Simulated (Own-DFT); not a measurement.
# Response to strain: diamond-structure SiGeSn with randomly placed atoms, 64 atoms (Ge44Si16Sn4)

These are calculations, not measurements. The program, named Own-DFT, is a retired in-house plane-wave density functional code that no person has reviewed. Each row is one single-point run on a periodic cell that was not relaxed, without spin or spin-orbit coupling.

Settings of every run: PBE; PseudoDojo norm-conserving scalar-relativistic files; cutoff 49 hartree; 3 x 3 x 3 k mesh centred on Gamma; Fermi-Dirac smearing of 0.1 eV.

Known limits: forces on such cells moved up to 12 meV/angstrom on a denser k mesh; stress not checked against mesh or cutoff.

Unstrained cell vectors in Å: (11.306, 0.000, 0.000); (0.000, 11.306, 0.000); (0.000, 0.000, 11.306). The unstrained cell has measured lattice constants (interpolated for alloys), not those of this functional. That, the random moves and any unrelaxed bonds set the pressure at no strain. Each run strains this cell uniformly, with the atoms carried along. Every atom was also moved at random, by a Gaussian of width 0.05 Å on each axis. The random placing of the alloy's atoms differs from row to row. Strain is the symmetric tensor, in per cent. Stress is positive in tension, and the pressure is minus a third of its trace.

```
run  e_xx (%)  e_yy (%)  e_zz (%)  s_xx (GPa)  s_yy (GPa)  s_zz (GPa)  P (GPa)  E (meV/atom)
  1      1.25      1.25      0.00       -2.23       -2.12       -2.91     2.42           0.0
  2     -0.50     -0.50      0.00       -5.17       -4.99       -4.81     4.99          11.4
  3     -2.00     -2.00      0.00       -8.26       -8.20       -6.81     7.76          40.8
  4     -0.25     -0.25      0.00       -4.83       -4.68       -4.71     4.74          15.9
  5      3.00      3.00      0.00        0.45        0.43       -1.44     0.19           2.7
  6      1.50      1.50      0.00       -1.84       -1.83       -2.74     2.14           6.2
  7     -0.75     -0.75      0.00       -6.04       -5.95       -5.47     5.82          37.7
  8     -2.25     -2.25      0.00       -9.14       -9.13       -7.82     8.70          74.0
  9      0.50      0.50      0.00           ?           ?           ?        ?             ?
```

E is the free energy for each atom above the lowest run shown.

## Worked fit

The change of volume is close to e_xx + e_yy + e_zz. A straight line through the runs shown gives P = 4.62 - 80 x (fractional change of volume) GPa, with an error of 4 on the slope and a scatter of 0.36 GPa. The strain isn't the same on all axes, but the crystal is cubic, so the slope still estimates the bulk modulus, averaged over pressures from 0.2 to 8.7 GPa.

## Withheld run

Question: what pressure should run 9 give? Its volume changes by 1.00 %.

The line gives 3.8 GPa. The calculation gave 3.31 GPa.
